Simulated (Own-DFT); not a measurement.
## Calculated data, GaN (wurtzite, strained, atoms displaced)

All values are calculated (Own-DFT development build). A calculation, not a measurement: plane-wave PBE density functional theory by an unreviewed code, no spin, of a simulated periodic cell, stress positive in tension, free energy of the whole cell less one offset for each atom, forces on such cells passed a denser k mesh, this cell's mesh not checked; offsets are fitted by least squares, one for each functional and potential file, so energies compare only between cells with the same atoms and settings and are not formation energies; the far tail of each file's local potential was reset to the Coulomb form; each entry is a single point on an unrelaxed cell, so the pressure reflects the starting lattice, mostly measured values (interpolated for alloys), from which strain is counted, and rises with the displacements; printed positions are rounded, which can move forces by about a meV/angstrom; the program, named Own-DFT, is a retired in-house code; no spin-orbit coupling.

Settings shared by all entries: functional PBE; potential files PseudoDojo norm-conserving, scalar-relativistic, standard set with the stringent files for Ga; wave cutoff 96 hartree; occupations Gaussian; smearing width 0.01 eV; k mesh 3 x 4 x 3 centred on Gamma.

(1) GaN (wurtzite, strained, atoms displaced)

```cif
# cell vector a (Å): 12.6848 -0.2341 -0.2320
# cell vector b (Å): -4.9089 8.3432 0.1701
# cell vector c (Å): -0.1886 0.1040 10.2110
data_GaN
_symmetry_space_group_name_H-M 'P 1'
_symmetry_Int_Tables_number 1
_cell_length_a 12.6891
_cell_length_b 9.6817
_cell_length_c 10.2133
_cell_angle_alpha 87.954
_cell_angle_beta 92.116
_cell_angle_gamma 121.539
_cell_volume 1068.45
loop_
_atom_site_label
_atom_site_type_symbol
_atom_site_fract_x
_atom_site_fract_y
_atom_site_fract_z
_atom_site_occupancy
Ga1 Ga 0.08310 0.22495 0.00754 1
Ga2 Ga 0.16319 0.10634 0.24403 1
N1 N 0.08705 0.22803 0.19211 1
N2 N 0.16410 0.10627 0.43623 1
Ga3 Ga 0.08704 0.23400 0.49550 1
Ga4 Ga 0.15364 0.10237 0.75747 1
N3 N 0.08166 0.22084 0.68147 1
N4 N 0.16282 0.11004 0.94037 1
Ga5 Ga 0.08344 0.55751 0.99532 1
Ga6 Ga 0.16733 0.44524 0.25322 1
N5 N 0.08386 0.54939 0.19776 1
N6 N 0.16871 0.44593 0.44654 1
Ga7 Ga 0.07705 0.55564 0.49573 1
Ga8 Ga 0.16727 0.45050 0.75083 1
N7 N 0.07769 0.55694 0.69320 1
N8 N 0.16020 0.43692 0.94051 1
Ga9 Ga 0.08634 0.88904 0.00388 1
Ga10 Ga 0.16914 0.78484 0.25383 1
N9 N 0.07524 0.87856 0.19441 1
N10 N 0.17154 0.77844 0.43829 1
Ga11 Ga 0.08542 0.89285 0.50089 1
Ga12 Ga 0.16904 0.77571 0.75049 1
N11 N 0.08784 0.88563 0.68142 1
N12 N 0.16732 0.77201 0.93876 1
Ga13 Ga 0.34116 0.22897 0.99455 1
Ga14 Ga 0.42325 0.11097 0.25351 1
N13 N 0.33415 0.22106 0.19614 1
N14 N 0.42104 0.11518 0.43827 1
Ga15 Ga 0.33565 0.22658 0.49970 1
Ga16 Ga 0.41775 0.11730 0.75029 1
N15 N 0.32891 0.21492 0.67980 1
N16 N 0.41655 0.11548 0.93120 1
Ga17 Ga 0.33885 0.55030 0.00320 1
Ga18 Ga 0.42538 0.43802 0.25339 1
N17 N 0.33376 0.55776 0.18217 1
N18 N 0.41575 0.44586 0.43572 1
Ga19 Ga 0.33413 0.54928 0.49456 1
Ga20 Ga 0.41317 0.44382 0.75126 1
N19 N 0.33857 0.55891 0.69676 1
N20 N 0.41997 0.45001 0.94242 1
Ga21 Ga 0.33846 0.89936 0.00506 1
Ga22 Ga 0.41992 0.78294 0.25202 1
N21 N 0.34143 0.89544 0.18469 1
N22 N 0.41639 0.77448 0.44425 1
Ga23 Ga 0.33393 0.88984 0.49973 1
Ga24 Ga 0.42395 0.78507 0.75264 1
N23 N 0.34061 0.88252 0.69433 1
N24 N 0.42428 0.77826 0.93470 1
Ga25 Ga 0.58189 0.21937 0.00356 1
Ga26 Ga 0.68145 0.12624 0.24779 1
N25 N 0.58680 0.22574 0.18429 1
N26 N 0.66754 0.11713 0.43582 1
Ga27 Ga 0.58205 0.22355 0.49291 1
Ga28 Ga 0.67138 0.10923 0.75637 1
N27 N 0.58692 0.22104 0.68774 1
N28 N 0.66854 0.11007 0.93696 1
Ga29 Ga 0.58476 0.55392 0.00049 1
Ga30 Ga 0.66521 0.43761 0.24845 1
N29 N 0.58563 0.55329 0.18622 1
N30 N 0.66149 0.44566 0.43794 1
Ga31 Ga 0.59035 0.56217 0.49751 1
Ga32 Ga 0.65931 0.44099 0.75001 1
N31 N 0.57961 0.55833 0.68997 1
N32 N 0.66905 0.44269 0.94610 1
Ga33 Ga 0.58548 0.89025 0.00090 1
Ga34 Ga 0.65737 0.77477 0.24542 1
N33 N 0.58658 0.89316 0.19415 1
N34 N 0.66154 0.77857 0.43905 1
Ga35 Ga 0.58521 0.89189 0.49914 1
Ga36 Ga 0.66116 0.76746 0.75310 1
N35 N 0.57995 0.88077 0.68401 1
N36 N 0.67079 0.77225 0.93871 1
Ga37 Ga 0.83224 0.21862 0.00054 1
Ga38 Ga 0.91072 0.11109 0.24468 1
N37 N 0.83367 0.21077 0.19095 1
N38 N 0.91784 0.10761 0.44361 1
Ga39 Ga 0.83718 0.22133 0.49806 1
Ga40 Ga 0.92537 0.12128 0.75036 1
N39 N 0.83585 0.22194 0.69079 1
N40 N 0.91091 0.10321 0.93920 1
Ga41 Ga 0.83436 0.55122 0.99892 1
Ga42 Ga 0.90695 0.43692 0.25356 1
N41 N 0.83984 0.56328 0.18911 1
N42 N 0.92296 0.44585 0.43854 1
Ga43 Ga 0.83572 0.55944 0.49963 1
Ga44 Ga 0.92350 0.45743 0.75133 1
N43 N 0.83057 0.56836 0.69703 1
N44 N 0.91856 0.43578 0.93000 1
Ga45 Ga 0.83171 0.89382 0.99787 1
Ga46 Ga 0.90937 0.76928 0.25232 1
N45 N 0.83369 0.89540 0.19331 1
N46 N 0.91721 0.78456 0.43922 1
Ga47 Ga 0.83181 0.89054 0.49690 1
Ga48 Ga 0.91711 0.78179 0.75238 1
N47 N 0.83185 0.88818 0.69050 1
N48 N 0.91759 0.77597 0.93719 1
```

```
free energy of cell above offsets : -2.491 eV
pressure                          : 12.28 GPa
stress xx                         : -10.82 GPa
stress yy                         : -11.04 GPa
stress zz                         : -14.98 GPa
stress yz                         : 2.77 GPa
stress xz                         : -4.17 GPa
stress xy                         : -5.33 GPa
```

Force:
```csv
element,x (eV/Å),y (eV/Å),z (eV/Å)
Ga,-0.041,-0.761,-0.768
Ga,-0.01,-0.008,1.105
N,-0.53,-0.847,0.305
N,-0.17,1.407,-0.325
Ga,0.988,-2.658,0.207
Ga,1.307,0.321,-2.065
N,0.975,1.081,1.077
N,0.483,0.482,0.958
Ga,0.995,-1.077,1.784
Ga,0.726,0.278,-0.109
N,-1.456,0.986,-1.092
N,-1.307,1.205,-1.175
Ga,3.457,1.443,1.47
Ga,0.484,-0.574,-0.249
N,2.392,0.682,-1.778
N,0.603,1.267,-0.323
Ga,-0.174,-0.794,-0.168
Ga,0.456,-1.252,-0.941
N,0.841,1.107,-0.835
N,-1.463,0.027,0.438
Ga,0.44,-0.288,-0.939
Ga,0.325,0.809,-0.309
N,-0.698,0.267,2.169
N,-0.327,1.746,0.419
Ga,-0.925,-0.783,1.208
Ga,-1.079,0.007,-0.461
N,0.786,-0.583,-1.623
N,-1.53,-0.887,-0.008
Ga,-0.272,-0.875,-1.187
Ga,0.506,-1.099,-1.881
N,-0.416,0.736,2.476
N,-0.051,0.043,1.648
Ga,-1.701,0.937,-1.128
Ga,-2.167,0.547,-0.724
N,0.828,0.072,2.301
N,0.777,0.093,0.582
Ga,0.417,1.2,1.705
Ga,0.216,-0.855,-0.463
N,-1.157,-0.211,-1.202
N,0.107,-1.003,-0.852
Ga,0.601,-1.557,-2.082
Ga,0.012,-1.128,0.079
N,-0.864,-0.062,1.571
N,-0.766,0.431,-1.049
Ga,1.369,-0.019,1.123
Ga,0.148,-1.51,-0.383
N,-2.338,1.566,-0.948
N,-1.532,-0.152,1.673
Ga,0.728,0.127,-1.737
Ga,-3.045,-2.649,1.03
N,0.66,-0.579,1.161
N,0.098,0.105,-0.084
Ga,1.702,0.217,1.848
Ga,-0.408,-0.277,-2.218
N,-0.273,0.185,-0.018
N,-1.153,0.062,1.524
Ga,1.101,0.174,-0.132
Ga,0.086,1.515,-0.053
N,0.379,0.394,0.528
N,1.183,0.234,-0.375
Ga,-1.138,-0.41,0.789
Ga,0.723,0.139,0.224
N,0.68,-1.457,-0.541
N,-1.237,-0.459,-0.945
Ga,0.845,-0.49,0.316
Ga,1.823,-0.056,0.779
N,-0.688,1.033,-1.018
N,0.42,0.247,-0.741
Ga,0.023,0.073,-0.035
Ga,0.366,1.809,-0.68
N,1.461,1.597,0.846
N,-1.935,0.113,0.416
Ga,1.055,0.288,-0.667
Ga,3.614,-0.99,2.1
N,-0.866,3.553,-1.745
N,-1.015,1.179,-1.475
Ga,-0.032,-0.416,1.201
Ga,-1.404,-1.598,-0.164
N,-0.166,0.973,-0.424
N,0.29,2.06,0.059
Ga,1.004,0.741,-0.411
Ga,1.97,0.972,-0.946
N,-0.64,-2.297,-0.204
N,-3.54,-1.263,-0.251
Ga,-0.217,0.005,0.933
Ga,-2.712,-1.982,-1.086
N,1.03,-1.943,-1.468
N,-1.382,0.464,2.575
Ga,1.899,-1.461,1.005
Ga,-0.535,1.861,0.172
N,-0.011,-1.501,-0.784
N,-0.175,-1.094,0.045
Ga,0.376,-0.523,1.038
Ga,0.073,0.671,-0.614
N,-0.059,0.583,-0.146
N,-0.228,0.318,1.141
```

(2) GaN (wurtzite, strained, atoms displaced)

```cif
# cell vector a (Å): 12.6698 0.0772 0.0374
# cell vector b (Å): -4.7010 8.1419 -0.1117
# cell vector c (Å): 0.0304 -0.1223 10.2538
data_GaN
_symmetry_space_group_name_H-M 'P 1'
_symmetry_Int_Tables_number 1
_cell_length_a 12.6701
_cell_length_b 9.4023
_cell_length_c 10.2546
_cell_angle_alpha 91.357
_cell_angle_beta 89.665
_cell_angle_gamma 119.652
_cell_volume 1061.30
loop_
_atom_site_label
_atom_site_type_symbol
_atom_site_fract_x
_atom_site_fract_y
_atom_site_fract_z
_atom_site_occupancy
Ga1 Ga 0.07591 0.21759 0.00152 1
Ga2 Ga 0.16646 0.10659 0.25150 1
N1 N 0.07932 0.22256 0.18555 1
N2 N 0.15797 0.10309 0.43344 1
Ga3 Ga 0.08306 0.21578 0.50273 1
Ga4 Ga 0.16512 0.11943 0.75805 1
N3 N 0.08398 0.23036 0.68571 1
N4 N 0.16394 0.11219 0.94058 1
Ga5 Ga 0.07828 0.55559 0.00754 1
Ga6 Ga 0.17209 0.44756 0.24213 1
N5 N 0.07909 0.55980 0.18578 1
N6 N 0.16108 0.43669 0.43158 1
Ga7 Ga 0.08437 0.56350 0.49723 1
Ga8 Ga 0.17138 0.43894 0.75091 1
N7 N 0.08313 0.54903 0.68258 1
N8 N 0.16161 0.44545 0.93457 1
Ga9 Ga 0.08350 0.89167 0.00747 1
Ga10 Ga 0.16262 0.77679 0.24606 1
N9 N 0.08777 0.89409 0.18858 1
N10 N 0.17114 0.77846 0.44282 1
Ga11 Ga 0.07752 0.89197 0.49449 1
Ga12 Ga 0.16571 0.77058 0.75796 1
N11 N 0.08482 0.89834 0.69388 1
N12 N 0.16442 0.78157 0.94144 1
Ga13 Ga 0.33285 0.22149 0.00614 1
Ga14 Ga 0.40643 0.10085 0.24697 1
N13 N 0.34315 0.22490 0.18487 1
N14 N 0.42423 0.11086 0.44029 1
Ga15 Ga 0.33337 0.22202 0.49365 1
Ga16 Ga 0.40617 0.09906 0.75403 1
N15 N 0.32797 0.21404 0.69121 1
N16 N 0.41518 0.10576 0.93555 1
Ga17 Ga 0.33346 0.55662 0.99852 1
Ga18 Ga 0.41719 0.44784 0.24174 1
N17 N 0.32856 0.54825 0.18206 1
N18 N 0.42531 0.45639 0.42720 1
Ga19 Ga 0.33563 0.55867 0.50005 1
Ga20 Ga 0.40954 0.43932 0.74570 1
N19 N 0.32832 0.54626 0.68649 1
N20 N 0.41757 0.44464 0.93836 1
Ga21 Ga 0.33250 0.88130 0.99505 1
Ga22 Ga 0.42349 0.77814 0.25118 1
N21 N 0.32946 0.88570 0.19966 1
N22 N 0.42047 0.77207 0.44680 1
Ga23 Ga 0.33316 0.88282 0.49832 1
Ga24 Ga 0.41988 0.77572 0.75269 1
N23 N 0.33280 0.88578 0.69949 1
N24 N 0.42494 0.77211 0.93674 1
Ga25 Ga 0.58694 0.22088 0.99005 1
Ga26 Ga 0.66666 0.11422 0.25842 1
N25 N 0.57608 0.21829 0.19330 1
N26 N 0.66811 0.11192 0.43997 1
Ga27 Ga 0.58026 0.21980 0.50382 1
Ga28 Ga 0.66703 0.10843 0.75374 1
N27 N 0.57860 0.21532 0.69297 1
N28 N 0.65776 0.10882 0.93511 1
Ga29 Ga 0.57490 0.54595 0.00189 1
Ga30 Ga 0.66944 0.44283 0.24908 1
N29 N 0.59312 0.55244 0.18457 1
N30 N 0.67121 0.45105 0.43461 1
Ga31 Ga 0.58800 0.54585 0.50343 1
Ga32 Ga 0.66679 0.44985 0.74855 1
N31 N 0.57931 0.54979 0.68644 1
N32 N 0.66376 0.44176 0.93226 1
Ga33 Ga 0.58335 0.88724 0.00375 1
Ga34 Ga 0.67090 0.77369 0.24999 1
N33 N 0.58293 0.88594 0.18047 1
N34 N 0.65817 0.77164 0.43425 1
Ga35 Ga 0.58799 0.89429 0.49692 1
Ga36 Ga 0.66272 0.77800 0.75298 1
N35 N 0.57457 0.88739 0.68709 1
N36 N 0.67011 0.77625 0.94435 1
Ga37 Ga 0.82999 0.21554 0.00611 1
Ga38 Ga 0.91267 0.10341 0.24783 1
N37 N 0.83614 0.21873 0.18002 1
N38 N 0.91490 0.10281 0.43559 1
Ga39 Ga 0.82784 0.22170 0.50678 1
Ga40 Ga 0.91560 0.10490 0.73996 1
N39 N 0.83723 0.22864 0.68006 1
N40 N 0.91582 0.10473 0.93347 1
Ga41 Ga 0.83581 0.55472 0.00546 1
Ga42 Ga 0.92077 0.43258 0.24238 1
N41 N 0.83295 0.55856 0.18814 1
N42 N 0.90873 0.43948 0.43465 1
Ga43 Ga 0.82626 0.55691 0.50120 1
Ga44 Ga 0.91287 0.43459 0.74779 1
N43 N 0.83226 0.55437 0.69402 1
N44 N 0.91971 0.44632 0.94039 1
Ga45 Ga 0.83967 0.90028 0.99950 1
Ga46 Ga 0.92081 0.77979 0.25003 1
N45 N 0.83182 0.87946 0.18131 1
N46 N 0.92144 0.77578 0.43351 1
Ga47 Ga 0.83316 0.87510 0.50190 1
Ga48 Ga 0.92433 0.78449 0.75707 1
N47 N 0.84244 0.88863 0.68582 1
N48 N 0.91537 0.77507 0.93070 1
```

```
free energy of cell above offsets : -2.144 eV
pressure                          : 13.83 GPa
stress xx                         : -10.74 GPa
stress yy                         : -14.16 GPa
stress zz                         : -16.58 GPa
stress yz                         : -2.84 GPa
stress xz                         : 0.62 GPa
stress xy                         : 1.08 GPa
```

Force:
```csv
element,x (eV/Å),y (eV/Å),z (eV/Å)
Ga,0.615,1.129,-0.541
Ga,-0.407,2.289,-0.919
N,0.674,-0.601,0.475
N,1.853,1.205,0.267
Ga,-1.518,1.164,-1.136
Ga,0.348,-0.679,-1.061
N,0.199,-2.046,0.333
N,0.466,0.221,0.992
Ga,0.853,0.404,-2.281
Ga,-1.708,-0.723,1.328
N,1.536,-0.563,1.058
N,0.761,0.828,0.337
Ga,-0.23,-2.018,0.008
Ga,-2.168,1.517,-0.067
N,-0.323,0.285,1.111
N,0.815,-0.068,1.214
Ga,-0.753,-0.05,-1.978
Ga,0.897,0.099,1.562
N,-0.697,-0.957,0.358
N,-1.426,0.811,-1.3
Ga,2.344,-0.733,2.382
Ga,-0.823,0.244,-1.627
N,0.869,-0.768,-1.149
N,0.773,-0.756,0.803
Ga,0.081,-0.226,-2.089
Ga,2.071,1.53,1.149
N,-2.432,-0.341,1.237
N,-2.127,-0.807,-0.568
Ga,0.003,0.218,0.519
Ga,0.78,1.846,-0.691
N,-0.209,0.554,-1.118
N,-0.222,0.064,1.57
Ga,-0.552,-0.851,-0.77
Ga,1.467,0.25,0.506
N,0.955,1.519,0.31
N,-0.386,-1.69,1.333
Ga,-0.45,-1.791,-0.439
Ga,1.42,-0.186,0.613
N,0.58,1.3,-0.063
N,-1.006,-0.927,-0.471
Ga,0.146,0.504,0.802
Ga,-1.028,-0.295,0.401
N,0.883,-1.763,-1.921
N,-0.599,1.315,-1.62
Ga,0.274,0.793,1.178
Ga,-1.353,-0.652,-0.516
N,0.014,-1.812,-1.585
N,-1.759,0.171,0.446
Ga,-2.862,1.186,1.882
Ga,-0.298,-0.112,-1.888
N,1.242,-0.336,-0.971
N,-0.483,-0.001,0.238
Ga,0.937,0.887,0.485
Ga,-0.417,0.603,-1.296
N,0.002,0.491,-0.42
N,3.534,-1.119,0.534
Ga,1.909,1.168,-0.577
Ga,0.147,-0.547,-0.265
N,-2.325,0.178,0.363
N,0.103,-1.888,0.186
Ga,-2.519,1.411,-0.805
Ga,0.408,-1.062,0.259
N,-0.546,0.702,0.469
N,0.566,0.341,1.194
Ga,0.839,0.339,-1.573
Ga,-0.675,-0.02,-0.633
N,0.526,0.371,2.792
N,2.074,0.016,0.823
Ga,-0.323,-0.761,0.849
Ga,0.703,-0.05,-0.052
N,2.456,0.384,-0.319
N,-0.49,0.11,-0.934
Ga,-0.32,0.449,-3.344
Ga,0.619,0.097,0.756
N,-0.977,-1.24,2.35
N,-0.519,-0.051,0.68
Ga,1.599,0.393,-3.097
Ga,-0.123,1.503,0.746
N,-0.337,-2.91,2.749
N,-1.004,1.591,-0.857
Ga,-1.348,0.238,-1.526
Ga,-2.051,1.375,1.838
N,1.308,-0.789,0.415
N,0.738,0.453,-0.093
Ga,2.465,-0.125,0.563
Ga,0.508,2.7,0.791
N,0.145,0.368,-1.034
N,-0.651,-1.448,-0.41
Ga,-0.034,-2.863,-0.524
Ga,-0.389,-0.351,-0.657
N,0.307,0.886,1.087
N,-1.138,-0.824,0.185
Ga,-1.455,1.19,-1.037
Ga,0.184,-1.018,-2
N,-1.981,-1.196,0.105
N,0.449,0.324,3.592
```

(3) GaN (wurtzite, strained, atoms displaced)

```cif
# cell vector a (Å): 12.8282 0.0056 0.0242
# cell vector b (Å): -4.8069 8.1926 0.1241
# cell vector c (Å): 0.0197 0.1667 10.4186
data_GaN
_symmetry_space_group_name_H-M 'P 1'
_symmetry_Int_Tables_number 1
_cell_length_a 12.8282
_cell_length_b 9.4995
_cell_length_c 10.4200
_cell_angle_alpha 88.516
_cell_angle_beta 89.783
_cell_angle_gamma 120.372
_cell_volume 1094.95
loop_
_atom_site_label
_atom_site_type_symbol
_atom_site_fract_x
_atom_site_fract_y
_atom_site_fract_z
_atom_site_occupancy
Ga1 Ga 0.08422 0.22057 0.99535 1
Ga2 Ga 0.17206 0.11329 0.25498 1
N1 N 0.08685 0.23137 0.18157 1
N2 N 0.15987 0.11293 0.43193 1
Ga3 Ga 0.08033 0.23258 0.48968 1
Ga4 Ga 0.16608 0.11247 0.74715 1
N3 N 0.07861 0.21277 0.68559 1
N4 N 0.16374 0.10809 0.94412 1
Ga5 Ga 0.07640 0.54809 0.99458 1
Ga6 Ga 0.17067 0.45187 0.24642 1
N5 N 0.08416 0.55917 0.18866 1
N6 N 0.15741 0.43862 0.44680 1
Ga7 Ga 0.08486 0.54841 0.50053 1
Ga8 Ga 0.16252 0.44242 0.75530 1
N7 N 0.07725 0.54694 0.68744 1
N8 N 0.16536 0.44324 0.93868 1
Ga9 Ga 0.08005 0.88390 0.99883 1
Ga10 Ga 0.17043 0.78381 0.24479 1
N9 N 0.08524 0.87876 0.18646 1
N10 N 0.17037 0.77997 0.43844 1
Ga11 Ga 0.08849 0.89203 0.50207 1
Ga12 Ga 0.16631 0.77866 0.75597 1
N11 N 0.08452 0.88727 0.68684 1
N12 N 0.16791 0.78082 0.93748 1
Ga13 Ga 0.33622 0.22577 0.00300 1
Ga14 Ga 0.41150 0.10769 0.26151 1
N13 N 0.33509 0.22579 0.19491 1
N14 N 0.42501 0.11531 0.44034 1
Ga15 Ga 0.32273 0.21529 0.49737 1
Ga16 Ga 0.41702 0.11641 0.75159 1
N15 N 0.33524 0.21970 0.69363 1
N16 N 0.42144 0.11821 0.93119 1
Ga17 Ga 0.33166 0.56383 0.00562 1
Ga18 Ga 0.42142 0.45326 0.24560 1
N17 N 0.33235 0.55315 0.19219 1
N18 N 0.41934 0.45665 0.43455 1
Ga19 Ga 0.32482 0.55600 0.49888 1
Ga20 Ga 0.41452 0.44671 0.75180 1
N19 N 0.33471 0.55523 0.68353 1
N20 N 0.41791 0.43822 0.93293 1
Ga21 Ga 0.33295 0.89313 0.00306 1
Ga22 Ga 0.41310 0.77456 0.25306 1
N21 N 0.33175 0.88968 0.18646 1
N22 N 0.41460 0.77134 0.43617 1
Ga23 Ga 0.33441 0.89514 0.49900 1
Ga24 Ga 0.41447 0.77874 0.74267 1
N23 N 0.33160 0.89525 0.68567 1
N24 N 0.41578 0.77969 0.94171 1
Ga25 Ga 0.58647 0.21595 0.99909 1
Ga26 Ga 0.67334 0.12824 0.24501 1
N25 N 0.58166 0.22302 0.18315 1
N26 N 0.65747 0.10538 0.44002 1
Ga27 Ga 0.59000 0.22865 0.49814 1
Ga28 Ga 0.66475 0.10307 0.74360 1
N27 N 0.58168 0.22149 0.68973 1
N28 N 0.67036 0.12248 0.93723 1
Ga29 Ga 0.57598 0.54856 0.01225 1
Ga30 Ga 0.67658 0.44812 0.25563 1
N29 N 0.58229 0.55099 0.18646 1
N30 N 0.66720 0.43796 0.43197 1
Ga31 Ga 0.58728 0.55237 0.50234 1
Ga32 Ga 0.67014 0.44622 0.75732 1
N31 N 0.58357 0.56387 0.69506 1
N32 N 0.66605 0.44772 0.93328 1
Ga33 Ga 0.58873 0.88939 0.99990 1
Ga34 Ga 0.67090 0.78353 0.25624 1
N33 N 0.58455 0.88837 0.18638 1
N34 N 0.67081 0.79108 0.44275 1
Ga35 Ga 0.57863 0.87882 0.49716 1
Ga36 Ga 0.66754 0.77470 0.74382 1
N35 N 0.58721 0.88694 0.69188 1
N36 N 0.67297 0.78091 0.94074 1
Ga37 Ga 0.83626 0.21486 0.00149 1
Ga38 Ga 0.91080 0.10681 0.24798 1
N37 N 0.83164 0.21266 0.18047 1
N38 N 0.91671 0.10995 0.43861 1
Ga39 Ga 0.83116 0.22415 0.50453 1
Ga40 Ga 0.91384 0.11631 0.75126 1
N39 N 0.84271 0.22863 0.68284 1
N40 N 0.91659 0.10823 0.94365 1
Ga41 Ga 0.84165 0.55914 0.99519 1
Ga42 Ga 0.92449 0.44664 0.24272 1
N41 N 0.82455 0.54859 0.17985 1
N42 N 0.91505 0.44670 0.43557 1
Ga43 Ga 0.83327 0.55175 0.49642 1
Ga44 Ga 0.91525 0.44059 0.76141 1
N43 N 0.82848 0.54817 0.69764 1
N44 N 0.92136 0.44681 0.94429 1
Ga45 Ga 0.84135 0.89730 0.00723 1
Ga46 Ga 0.91988 0.77607 0.25134 1
N45 N 0.83110 0.88981 0.19512 1
N46 N 0.91714 0.77112 0.44037 1
Ga47 Ga 0.83923 0.90232 0.50338 1
Ga48 Ga 0.91720 0.77472 0.74272 1
N47 N 0.82849 0.88438 0.70015 1
N48 N 0.90762 0.77576 0.94161 1
```

```
free energy of cell above offsets : -3.977 eV
pressure                          : 7.31 GPa
stress xx                         : -6.12 GPa
stress yy                         : -9.75 GPa
stress zz                         : -6.06 GPa
stress yz                         : 3.78 GPa
stress xz                         : 0.92 GPa
stress xy                         : 0.33 GPa
```

Force:
```csv
element,x (eV/Å),y (eV/Å),z (eV/Å)
Ga,0.019,-0.146,0.801
Ga,-1.356,-0.275,-2.292
N,-0.08,-1.045,1.263
N,0.43,0.045,1.515
Ga,0.577,-3.947,2.083
Ga,0.243,-0.265,0.884
N,-0.11,1.07,-0.047
N,0.76,0.354,-1.022
Ga,2.239,1.61,1.216
Ga,-0.855,-1.196,0.438
N,0.991,0.213,-0.827
N,1.755,2.911,-2.749
Ga,-2.571,1.582,0.545
Ga,0.78,-0.244,-1.202
N,0.261,1.012,0.648
N,0.041,0.718,0.123
Ga,-0.426,-0.039,-0.028
Ga,0.329,-1.171,1.323
N,-1.733,1.611,0.034
N,-0.175,-0.135,-0.376
Ga,-0.543,-1.047,-0.475
Ga,0.382,-0.43,-1.276
N,-0.199,0.176,0.263
N,-0.118,-0.56,0.576
Ga,-0.08,-1.263,-0.011
Ga,1.182,0.742,-1.847
N,0.271,-0.166,-0.7
N,-1.63,0.356,0.421
Ga,1.429,1.583,0.538
Ga,0.899,-0.573,-0.475
N,-1.644,0.716,-1.551
N,-0.36,-0.635,1.85
Ga,0.793,-1.219,-0.892
Ga,0.189,-0.862,1.345
N,-0.142,0.756,-0.571
N,0.048,-1.141,0.583
Ga,1.424,-0.931,0.267
Ga,0.731,-0.212,-0.654
N,-1.236,-0.024,0.655
N,-1.374,1.499,1.486
Ga,0.503,0.292,-0.986
Ga,0.887,1.048,-0.867
N,0.704,0.279,0.582
N,-0.878,1.214,0.381
Ga,0.522,-0.87,0.362
Ga,0.167,0.185,1.051
N,0.488,-0.681,0.246
N,0.113,0.735,-0.864
Ga,-1.719,1.678,-0.124
Ga,-0.883,-2.148,0.687
N,-0.264,0.081,1.069
N,1.72,0.668,-0.582
Ga,-0.694,-1.592,1.546
Ga,-0.29,1.469,0.854
N,0.754,0.375,-0.69
N,1.908,-1.392,-0.933
Ga,1.465,0.925,-3.074
Ga,-2.534,-1.345,-1.994
N,0.753,0.939,2.248
N,-0.237,2.122,1.445
Ga,-1.084,0.489,0.25
Ga,-1.766,-0.728,-0.757
N,0.659,-2.423,-1.731
N,0.569,-0.193,2.257
Ga,-0.183,-0.185,-0.283
Ga,-1.175,-0.895,-0.545
N,-0.467,0.356,0.81
N,1.464,-1.54,-0.294
Ga,-0.66,0.841,0.749
Ga,-0.547,0.411,2.5
N,-1.279,-0.344,-1.136
N,-0.543,-0.202,0.009
Ga,-1.325,0.24,-0.827
Ga,1.567,0.839,0.55
N,0.003,1.729,1.315
N,-0.837,1.833,-0.888
Ga,-0.154,-0.547,-1.611
Ga,1.471,-1.525,0.439
N,-1.783,-0.282,1.327
N,0.328,1.547,-1.364
Ga,-2.561,-1.078,0.292
Ga,-1.905,-0.736,0.753
N,2.919,1.372,0.549
N,0.992,-0.429,-0.534
Ga,-0.168,-0.156,1.333
Ga,-0.303,0.271,-1.511
N,1.453,0.619,-1.648
N,-1.015,-1.301,-0.648
Ga,-1.451,-2.338,-0.162
Ga,-0.47,-0.272,-0.133
N,1.656,-0.433,-0.458
N,-0.394,1.55,0.043
Ga,0.202,-2.601,0.898
Ga,-0.694,0.248,1.174
N,1.631,1.459,-1.958
N,2.224,0.991,-0.979
```
